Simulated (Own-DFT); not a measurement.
Simulation results for GaN (wurtzite, strained, atoms displaced)

A calculation, not a measurement: plane-wave PBE density functional theory by an unreviewed code, no spin, of a simulated periodic cell, stress positive in tension, free energy of the whole cell less one offset for each atom, forces on such cells passed a denser k mesh, this cell's mesh not checked; offsets are fitted by least squares, one for each functional and potential file, so energies compare only between cells with the same atoms and settings and are not formation energies; the far tail of each file's local potential was reset to the Coulomb form; each entry is a single point on an unrelaxed cell, so the pressure reflects the starting lattice, mostly measured values (interpolated for alloys), from which strain is counted, and rises with the displacements; printed positions are rounded, which can move forces by about a meV/angstrom; the program, named Own-DFT, is a retired in-house code; no spin-orbit coupling. Program: Own-DFT development build.

Common to all runs: functional PBE; potential files PseudoDojo norm-conserving, scalar-relativistic, standard set with the stringent files for Ga; wave cutoff 96 hartree; occupations Gaussian; smearing width 0.01 eV; k mesh 3 x 4 x 3 centred on Gamma.

(1) GaN (wurtzite, strained, atoms displaced)

```
GaN
1.0
     12.7560     0.0000     0.0000
     -4.7835     8.2853     0.0000
      0.0000     0.0000    10.5515
Ga N Ga N Ga N Ga N Ga N Ga N Ga N Ga N Ga N Ga N Ga N Ga N Ga N Ga N Ga N Ga N Ga N Ga N Ga N Ga N Ga N Ga N Ga N Ga N
2 2 2 2 2 2 2 2 2 2 2 2 2 2 2 2 2 2 2 2 2 2 2 2 2 2 2 2 2 2 2 2 2 2 2 2 2 2 2 2 2 2 2 2 2 2 2 2
Direct
  0.08986 0.22463 0.00362
  0.16127 0.11103 0.24696
  0.08796 0.21853 0.18826
  0.16919 0.11292 0.43596
  0.08661 0.22617 0.49284
  0.16562 0.10765 0.74080
  0.07872 0.21187 0.68464
  0.16693 0.10800 0.93727
  0.08973 0.55310 0.99788
  0.16577 0.44032 0.25616
  0.08805 0.55347 0.18557
  0.16654 0.44033 0.43478
  0.07833 0.55640 0.50205
  0.16789 0.44638 0.74766
  0.08994 0.56032 0.68778
  0.16694 0.43680 0.93751
  0.08541 0.89821 0.00051
  0.16720 0.77198 0.25320
  0.07649 0.88172 0.19243
  0.16414 0.77554 0.44621
  0.07974 0.88498 0.50121
  0.16949 0.78336 0.74508
  0.08617 0.88895 0.69103
  0.16207 0.75908 0.93748
  0.33694 0.22617 0.98955
  0.41478 0.10886 0.25002
  0.33420 0.22348 0.18379
  0.41902 0.10964 0.44111
  0.33038 0.22679 0.50147
  0.41592 0.11111 0.75666
  0.33589 0.21992 0.68417
  0.42323 0.11464 0.94458
  0.34144 0.56241 0.00381
  0.41581 0.43292 0.24414
  0.33935 0.54764 0.18624
  0.42162 0.45637 0.44121
  0.33529 0.56360 0.50591
  0.41826 0.44035 0.75316
  0.33217 0.55042 0.69260
  0.41557 0.44574 0.94450
  0.33088 0.87985 0.99164
  0.42556 0.78475 0.25416
  0.33380 0.89499 0.18422
  0.41319 0.77931 0.43397
  0.32652 0.88410 0.49302
  0.41196 0.76898 0.74466
  0.33548 0.89270 0.69866
  0.41506 0.76876 0.94558
  0.57911 0.22317 0.99647
  0.66061 0.11646 0.24730
  0.58802 0.22285 0.19133
  0.66524 0.11706 0.44658
  0.57725 0.21659 0.49746
  0.66509 0.11697 0.74413
  0.58708 0.21970 0.69178
  0.66845 0.10755 0.94123
  0.58177 0.54849 0.00255
  0.66563 0.43977 0.25346
  0.58549 0.55055 0.18357
  0.66702 0.45121 0.44069
  0.58614 0.56004 0.49403
  0.67535 0.44697 0.74950
  0.57922 0.56017 0.69405
  0.66489 0.44469 0.93967
  0.58682 0.89417 0.99749
  0.67363 0.78230 0.24854
  0.58048 0.88815 0.19320
  0.66547 0.77911 0.43672
  0.57760 0.88774 0.49164
  0.65661 0.76166 0.74675
  0.58431 0.90069 0.69283
  0.66474 0.77910 0.94207
  0.83282 0.21642 0.99742
  0.91911 0.11077 0.25000
  0.83414 0.23116 0.18959
  0.91459 0.11112 0.43577
  0.82894 0.22477 0.50558
  0.92375 0.11350 0.75256
  0.83213 0.21839 0.68961
  0.91827 0.11456 0.93415
  0.83368 0.56338 0.99389
  0.91838 0.44793 0.24653
  0.83258 0.56041 0.18614
  0.91330 0.45132 0.44497
  0.82586 0.54854 0.50414
  0.92250 0.44055 0.74666
  0.84329 0.56529 0.68677
  0.91596 0.45176 0.94056
  0.83971 0.89796 0.99556
  0.91779 0.77666 0.25636
  0.83515 0.89073 0.18025
  0.91639 0.78190 0.43221
  0.83773 0.89072 0.49810
  0.92226 0.79765 0.75395
  0.83997 0.89340 0.68890
  0.91675 0.77759 0.93206
```

* free energy of cell above offsets: -5.603 eV
* pressure: 3.87 GPa
* stress xx: -5.86 GPa
* stress yy: -6.75 GPa
* stress zz: 1 GPa
* stress yz: 0.22 GPa
* stress xz: -0.26 GPa
* stress xy: 0.46 GPa

Force:
```tsv
element	x (eV/Å)	y (eV/Å)	z (eV/Å)
Ga	-0.639	-0.316	-0.47
Ga	2.576	-1.129	0.65
N	-2.028	0.945	-0.397
N	-0.301	-0.571	0.047
Ga	-0.713	-1.179	0.896
Ga	0.268	0.764	0.995
N	1.005	1.826	-0.625
N	0.32	0.795	-0.906
Ga	-1.173	-1.493	0.508
Ga	1.012	0.651	-1.535
N	-0.271	-0.081	0.663
N	-0.401	1.431	1.194
Ga	0.684	-0.83	0.044
Ga	-0.009	-1.148	0.763
N	-0.273	-0.377	-0.405
N	0.453	0.743	-0.394
Ga	0.612	-2.403	0.527
Ga	-0.275	0.657	-0.687
N	1.406	0.869	-0.69
N	-0.39	-0.117	-1.213
Ga	-0.269	0.661	-0.026
Ga	0.136	-0.955	1.38
N	-0.412	0.036	-1.048
N	-0.515	3.253	-0.777
Ga	-0.373	-0.76	1.618
Ga	-0.056	0.554	-0.164
N	-0.083	-1.616	-0.179
N	-1.844	-0.263	-0.72
Ga	1.199	0.368	-0.728
Ga	0.972	0.329	-0.512
N	-0.461	0.229	0.945
N	-1.961	-1.428	-1.353
Ga	-1.031	-1.715	0.606
Ga	0.194	1.684	1.049
N	-1.598	1.018	0.895
N	-0.493	-1.234	-0.482
Ga	0.217	-1.029	-0.811
Ga	-0.574	-0.06	0.303
N	0.254	-0.059	-0.807
N	0.698	-0.244	-1.606
Ga	-0.285	0.349	1.052
Ga	-1.831	-1.738	-1.416
N	0.395	-1.214	0.429
N	-0.206	-0.228	0.975
Ga	0.889	1.21	1.459
Ga	0.668	1.503	1.401
N	0.108	-0.432	-1.496
N	0.116	1.906	-1.7
Ga	2.802	0.548	1.182
Ga	3.006	-1.106	1.087
N	-2.662	0.611	-1.077
N	0.329	-0.742	-1.446
Ga	0.474	1.301	1.278
Ga	1.905	-0.929	1.79
N	-2.529	1.616	-0.89
N	-1.114	1.141	-0.778
Ga	-0.124	1.465	-0.228
Ga	0.289	0.984	-0.52
N	-0.251	0.38	1.228
N	-0.051	-1.4	-0.304
Ga	-0.664	0.063	1.083
Ga	-0.624	0.153	0.144
N	1.52	-2.852	-1.864
N	0.507	-0.156	-0.865
Ga	-0.345	-1.058	0.67
Ga	-0.759	-0.659	-0.432
N	1.648	1.03	-0.714
N	0.397	0.611	-0.031
Ga	0.951	0.781	1.479
Ga	0.237	4.509	1.591
N	0.235	-2.469	-1.261
N	0.895	-0.587	-0.662
Ga	-0.561	1.629	0.612
Ga	-1.047	0.199	-0.242
N	0.575	-1.415	-0.242
N	0.105	0.579	0.169
Ga	0.942	-0.18	-0.617
Ga	-1.739	-0.493	-0.438
N	0.619	0.423	0.044
N	0.997	0.315	0.634
Ga	0.314	-0.79	1.066
Ga	-0.388	0.446	0.232
N	0.324	-0.397	0.138
N	0.912	-0.829	-1.15
Ga	0.352	1.551	0.109
Ga	-0.962	0.739	1.062
N	-0.52	-0.265	0.501
N	1.086	-1.114	-0.711
Ga	-0.799	-1.271	0.089
Ga	-0.974	-0.341	-1.662
N	0.339	0.303	0.778
N	0.401	-0.724	1.703
Ga	-0.988	0.29	0.661
Ga	0.982	-2.144	-0.574
N	-1.832	-0.204	-0.799
N	0.078	1.298	0.923
```

(2) GaN (wurtzite, strained, atoms displaced)

```
GaN
1.0
     12.7560     0.0000     0.0000
     -4.7835     8.2853     0.0000
      0.0000     0.0000    10.5515
Ga N Ga N Ga N Ga N Ga N Ga N Ga N Ga N Ga N Ga N Ga N Ga N Ga N Ga N Ga N Ga N Ga N Ga N Ga N Ga N Ga N Ga N Ga N Ga N
2 2 2 2 2 2 2 2 2 2 2 2 2 2 2 2 2 2 2 2 2 2 2 2 2 2 2 2 2 2 2 2 2 2 2 2 2 2 2 2 2 2 2 2 2 2 2 2
Direct
  0.08959 0.22064 0.01055
  0.16017 0.10854 0.24364
  0.08994 0.22727 0.18883
  0.17083 0.10933 0.43349
  0.08035 0.21711 0.50407
  0.16908 0.11697 0.74974
  0.07871 0.21381 0.69262
  0.16998 0.11407 0.94154
  0.08338 0.56067 0.99437
  0.17351 0.43673 0.24948
  0.08554 0.55773 0.17607
  0.16977 0.44175 0.44671
  0.07968 0.55475 0.50199
  0.16878 0.43482 0.74892
  0.08678 0.55773 0.69346
  0.16635 0.45105 0.93345
  0.09286 0.89299 0.00308
  0.17222 0.78388 0.25219
  0.08225 0.89541 0.18107
  0.16699 0.77994 0.43552
  0.07538 0.89420 0.50507
  0.15867 0.76828 0.74966
  0.08773 0.89928 0.69625
  0.15949 0.76235 0.94414
  0.33018 0.23042 0.99547
  0.42228 0.11960 0.24994
  0.33829 0.22132 0.19217
  0.41528 0.10470 0.44267
  0.33223 0.22387 0.49977
  0.41553 0.11412 0.75276
  0.33567 0.22087 0.68524
  0.41354 0.10135 0.92923
  0.34193 0.57048 0.00400
  0.40713 0.43140 0.24158
  0.32997 0.55837 0.18369
  0.41620 0.44667 0.43636
  0.32427 0.55014 0.50182
  0.40524 0.43827 0.75336
  0.32806 0.54955 0.68776
  0.41026 0.43151 0.93558
  0.33927 0.88690 0.00424
  0.41339 0.77716 0.25128
  0.33204 0.89874 0.18519
  0.40977 0.76988 0.44023
  0.33545 0.88626 0.50891
  0.42093 0.76858 0.75094
  0.33247 0.89244 0.68815
  0.41428 0.76724 0.94326
  0.57809 0.21189 0.99372
  0.66824 0.11462 0.24158
  0.58874 0.22155 0.19385
  0.66267 0.11083 0.44213
  0.57836 0.21344 0.50273
  0.67039 0.10864 0.75392
  0.58381 0.21916 0.68549
  0.66569 0.11694 0.93986
  0.58548 0.56111 0.00392
  0.67368 0.44887 0.25271
  0.57941 0.54697 0.18639
  0.66113 0.44522 0.44303
  0.57485 0.54982 0.50116
  0.66426 0.43621 0.74942
  0.58077 0.54313 0.68577
  0.66865 0.44573 0.94121
  0.58260 0.89407 0.99600
  0.66994 0.77635 0.25233
  0.58583 0.88095 0.18861
  0.67248 0.78631 0.43648
  0.58938 0.90189 0.50004
  0.66688 0.77609 0.73643
  0.58951 0.88682 0.68988
  0.66782 0.77552 0.93494
  0.84180 0.23912 0.00145
  0.91568 0.10846 0.25402
  0.82965 0.22658 0.19139
  0.91433 0.10048 0.44254
  0.84191 0.22314 0.49476
  0.91692 0.11646 0.74696
  0.82539 0.20779 0.69227
  0.91890 0.11921 0.92981
  0.83017 0.54454 0.00436
  0.92114 0.44182 0.24938
  0.83609 0.55963 0.18975
  0.91534 0.44398 0.43261
  0.83389 0.54577 0.49779
  0.92624 0.45379 0.75104
  0.83395 0.55159 0.69039
  0.92009 0.44473 0.93956
  0.83836 0.89344 0.99985
  0.91857 0.77749 0.25521
  0.83994 0.90399 0.19586
  0.92213 0.77774 0.44282
  0.84097 0.89118 0.50134
  0.90942 0.77974 0.75233
  0.83733 0.89050 0.68491
  0.91709 0.78972 0.93194
```

- free energy of cell above offsets: -4.039 eV
- pressure: 4.2 GPa
- stress xx: -4.95 GPa
- stress yy: -7.49 GPa
- stress zz: -0.14 GPa
- stress yz: 0.38 GPa
- stress xz: -0.01 GPa
- stress xy: 0.08 GPa

Force:
```tsv
element	x (eV/Å)	y (eV/Å)	z (eV/Å)
Ga	-1.675	1.037	-2.518
Ga	2.139	-0.192	1.367
N	-1.483	-0.832	0.423
N	-1.565	0.221	0.159
Ga	1.029	0.123	-0.231
Ga	0.536	-0.592	0.715
N	0.458	0.972	-1.248
N	-0.384	-0.466	-0.633
Ga	0.985	-2.678	1.226
Ga	-2.203	1.785	0.713
N	0.353	-0.355	2.28
N	-2.543	-1.209	-1.527
Ga	0.773	0.864	-0.33
Ga	-1.442	0.482	1.127
N	0.426	-1.387	-1.553
N	1.338	-0.934	0.678
Ga	-1.23	-0.845	-1.329
Ga	-1.001	-0.773	-0.336
N	0.451	-0.945	1.303
N	-0.35	-0.356	0.906
Ga	3.127	0.278	0.596
Ga	0.762	2.407	0.849
N	-0.542	-1.454	-0.923
N	0.629	4.274	-1.798
Ga	1.893	-2.4	1.547
Ga	0.55	-0.725	1.113
N	-1.683	-1.003	-1.635
N	-0.55	0.496	-0.776
Ga	0.909	-0.21	-0.308
Ga	0.848	-0.674	-1.326
N	-1.169	0.405	0.248
N	-0.516	0.559	1.895
Ga	-0.817	-4.353	-0.205
Ga	0.774	2.479	1.505
N	1.246	-0.135	0.643
N	-1.081	-0.588	-0.531
Ga	2.534	1.072	0.146
Ga	2.041	0.2	-0.615
N	0.633	0.578	-0.221
N	0.126	3.409	0.095
Ga	-1.628	-0.212	-0.891
Ga	0.506	0.643	0.444
N	1.403	-0.378	0.345
N	0.89	0.675	-0.186
Ga	-0.942	0.003	-1.001
Ga	-1.326	1.096	-0.187
N	0.656	-1.166	1.227
N	0.318	3.376	-1.891
Ga	-0.94	1.763	1.09
Ga	0.047	-1.899	1.673
N	-1.405	0.698	-1.434
N	1.48	1.248	-1.318
Ga	-0.175	1.182	-0.156
Ga	-1.687	-0.099	-0.052
N	0.086	-0.615	0.942
N	1.494	-0.625	-0.229
Ga	0.247	-0.709	-0.793
Ga	-1.143	-0.674	0.365
N	0.182	0.683	0.535
N	1.367	-0.304	-0.751
Ga	0.785	1.154	-0.132
Ga	0.259	0.496	0.336
N	-1.13	0.879	0.492
N	-0.555	-0.848	-0.406
Ga	1.603	-0.645	0.719
Ga	-0.284	-0.39	-0.022
N	-1.334	0.859	-0.48
N	-0.146	-0.733	0.741
Ga	-0.032	-2.222	-0.114
Ga	1.412	-1.274	1.496
N	-1.835	0.221	-0.444
N	-0.535	0.781	-0.179
Ga	0.198	-2.701	0.075
Ga	-0.286	1.928	0.141
N	1.981	-0.292	-0.63
N	0.474	2.097	-1.05
Ga	-2.135	-0.644	1.141
Ga	0.068	-1.241	0.903
N	1.181	2.694	-1.646
N	0.284	-0.136	1.947
Ga	-0.182	1.807	-0.652
Ga	0.022	1.378	-0.6
N	0.456	-0.115	0.118
N	1.173	-0.651	0.474
Ga	-1.856	0.742	1.071
Ga	-1.483	-1.619	0.301
N	0.155	0.374	-0.502
N	-1.022	1.094	-0.867
Ga	-1.062	0.527	0.044
Ga	-0.021	0.589	-0.534
N	0.411	-2.683	-1.38
N	-1.39	-1.174	-0.964
Ga	-1.168	-1.99	0.276
Ga	1.687	-0.494	-0.04
N	-1.007	0.38	-0.291
N	1.553	-1.368	1.429
```

(3) GaN (wurtzite, strained, atoms displaced)

```
GaN
1.0
     12.7560     0.0000     0.0000
     -4.7835     8.2853     0.0000
      0.0000     0.0000    10.5515
Ga N Ga N Ga N Ga N Ga N Ga N Ga N Ga N Ga N Ga N Ga N Ga N Ga N Ga N Ga N Ga N Ga N Ga N Ga N Ga N Ga N Ga N Ga N Ga N
2 2 2 2 2 2 2 2 2 2 2 2 2 2 2 2 2 2 2 2 2 2 2 2 2 2 2 2 2 2 2 2 2 2 2 2 2 2 2 2 2 2 2 2 2 2 2 2
Direct
  0.09070 0.22868 0.00313
  0.16328 0.08812 0.24787
  0.08154 0.21576 0.19435
  0.16200 0.10417 0.44107
  0.08683 0.22959 0.50196
  0.16520 0.10937 0.75208
  0.08628 0.22865 0.68206
  0.16549 0.10313 0.94347
  0.08642 0.55193 0.00876
  0.16503 0.43704 0.25607
  0.08841 0.55267 0.18874
  0.16490 0.43508 0.44253
  0.08516 0.56576 0.49907
  0.16437 0.44113 0.75043
  0.08197 0.55986 0.69380
  0.17336 0.44554 0.93516
  0.09002 0.89423 0.99245
  0.16946 0.77991 0.24803
  0.08347 0.88761 0.18825
  0.17023 0.78241 0.43364
  0.08015 0.89260 0.49797
  0.16965 0.78284 0.74326
  0.08568 0.89419 0.69045
  0.17025 0.77890 0.93991
  0.33641 0.22040 0.99667
  0.42392 0.10980 0.23209
  0.33198 0.21492 0.18318
  0.41417 0.10894 0.43765
  0.33173 0.22364 0.50366
  0.41295 0.11470 0.75376
  0.33594 0.22595 0.67754
  0.42566 0.10940 0.94234
  0.33110 0.55841 0.99300
  0.42435 0.44550 0.24847
  0.33534 0.56744 0.18578
  0.40871 0.43843 0.42986
  0.33421 0.54506 0.50148
  0.41729 0.44534 0.74843
  0.33220 0.54703 0.68549
  0.40555 0.44262 0.93464
  0.32993 0.88413 0.99504
  0.42623 0.78968 0.24930
  0.33216 0.88573 0.19621
  0.41059 0.77368 0.43560
  0.33891 0.88926 0.50132
  0.41202 0.78024 0.75627
  0.33724 0.89303 0.68237
  0.40951 0.77911 0.93249
  0.58007 0.21841 0.00329
  0.66806 0.10631 0.25671
  0.59123 0.23330 0.19145
  0.65810 0.10523 0.43542
  0.58445 0.23113 0.49267
  0.66828 0.10901 0.75795
  0.57442 0.22524 0.68173
  0.66540 0.10956 0.94267
  0.58148 0.56282 0.99690
  0.66911 0.43922 0.25493
  0.57955 0.54693 0.19099
  0.66531 0.45044 0.44130
  0.58237 0.55811 0.49229
  0.65947 0.43945 0.75207
  0.57910 0.55073 0.69348
  0.66818 0.44350 0.94099
  0.58661 0.89070 0.00297
  0.66801 0.77867 0.25050
  0.58214 0.89514 0.18527
  0.66470 0.77692 0.44596
  0.57741 0.88299 0.49740
  0.67624 0.78114 0.75579
  0.58153 0.89070 0.69491
  0.66447 0.77429 0.94267
  0.82640 0.21373 0.00497
  0.92285 0.11726 0.25555
  0.83247 0.21997 0.19325
  0.91742 0.10348 0.45043
  0.83585 0.22915 0.49917
  0.92252 0.12010 0.74641
  0.83532 0.22783 0.68374
  0.91998 0.11471 0.93744
  0.83054 0.56280 0.00233
  0.91731 0.43914 0.24913
  0.82844 0.55679 0.18356
  0.91510 0.44544 0.43615
  0.83949 0.55956 0.50798
  0.92188 0.44959 0.75479
  0.83965 0.55847 0.68343
  0.91212 0.45573 0.94442
  0.83474 0.89018 0.00563
  0.91659 0.77476 0.24773
  0.83843 0.88707 0.18585
  0.91843 0.77654 0.43783
  0.83636 0.88915 0.50780
  0.90667 0.76578 0.74864
  0.82927 0.89028 0.68627
  0.91673 0.78389 0.93476
```

* free energy of cell above offsets: -5.442 eV
* pressure: 3.7 GPa
* stress xx: -4.17 GPa
* stress yy: -6.56 GPa
* stress zz: -0.37 GPa
* stress yz: 0.1 GPa
* stress xz: 0.67 GPa
* stress xy: -0.44 GPa

Force:
```tsv
element	x (eV/Å)	y (eV/Å)	z (eV/Å)
Ga	-0.527	-0.812	0.352
Ga	-0.119	3.835	1.441
N	1.054	0.424	-0.903
N	0.169	1.361	-0.855
Ga	0.268	-2.147	-0.287
Ga	0.115	0.78	-0.381
N	0.217	-0.872	1.426
N	0.093	2.414	-1.39
Ga	-0.86	0.167	-1.408
Ga	1.222	0.837	-0.207
N	-0.947	-0.054	0.682
N	-0.765	2.319	-0.689
Ga	0.609	-0.752	0.196
Ga	0.3	0.951	-0.36
N	1.088	-0.056	-1.056
N	-1.99	-0.693	-0.005
Ga	-0.836	-2.369	1.079
Ga	-0.141	-0.657	0.542
N	0.031	-2.529	-1.471
N	-0.482	-0.203	0.7
Ga	1.259	-0.63	0.796
Ga	-0.034	0.009	0.754
N	-0.727	-0.881	-0.408
N	-0.774	-0.699	-0.741
Ga	-0.387	0.325	0.632
Ga	-1.395	0.214	2.436
N	0.021	0.461	0.032
N	0.217	0.614	-0.834
Ga	0.539	-1.14	-2.296
Ga	0.863	-0.202	-0.985
N	-0.816	-0.421	2.976
N	-2.394	-0.437	-1.004
Ga	0.659	0.708	1.867
Ga	-2.86	-1.091	-0.424
N	0.62	-1.153	-0.083
N	1.51	0.229	0.638
Ga	-1.284	1.243	-0.197
Ga	-0.406	-0.346	0.287
N	-0.854	1.142	0.33
N	2.032	-0.183	0.016
Ga	0.286	0.609	1.618
Ga	-1.685	-2.007	0.603
N	0.649	0.535	-2.077
N	1.352	-0.611	0.153
Ga	-1.032	0.763	-0.843
Ga	1.111	-0.462	-1.87
N	-0.705	-0.139	1.184
N	1.774	-0.039	1.283
Ga	1.69	1.72	0.448
Ga	-0.531	0.977	-0.533
N	0.554	-2.148	-0.969
N	1.109	0.69	0.796
Ga	-0.78	-1.379	0.936
Ga	-0.869	0.622	-1.481
N	1.693	-0.353	0.861
N	-0.076	-0.062	-0.166
Ga	0.211	-2.405	0.775
Ga	-0.631	1.766	0.189
N	1.438	1.785	-0.919
N	1.324	0.249	-0.546
Ga	-0.668	-0.799	1.411
Ga	0.869	-0.033	-0.114
N	0.675	1.482	-0.931
N	-1.305	-0.043	-0.511
Ga	-1.122	-0.569	-0.767
Ga	0.238	-0.354	0.232
N	1.779	-0.211	0.021
N	0.398	0.715	-1.421
Ga	-0.234	0.458	1.423
Ga	-2.643	-0.908	-0.446
N	0.552	-0.53	-0.448
N	0.328	1.481	-0.333
Ga	0.991	1.622	-0.244
Ga	-0.539	-1.337	0.556
N	0.361	-0.404	-0.318
N	-0.842	1.394	-1.52
Ga	-0.228	-1.382	0.091
Ga	-0.476	-0.561	0.362
N	-0.171	-0.068	0.973
N	-0.256	0.116	0.059
Ga	0.187	0.151	-0.223
Ga	-0.564	1.26	-0.249
N	1.28	-0.227	1.088
N	0.492	0.217	-0.207
Ga	-0.958	-0.241	-1.684
Ga	-0.96	-0.535	0.603
N	-0.959	-1.176	1.327
N	1.98	-1.417	-0.36
Ga	0.241	0.422	-0.927
Ga	0.238	-0.238	0.611
N	-1.353	0.617	1.004
N	-0.797	-0.192	-0.181
Ga	-0.426	-0.784	-1.086
Ga	0.844	2.046	0.532
N	1.618	0.472	0.875
N	0.259	-0.261	0.16
```
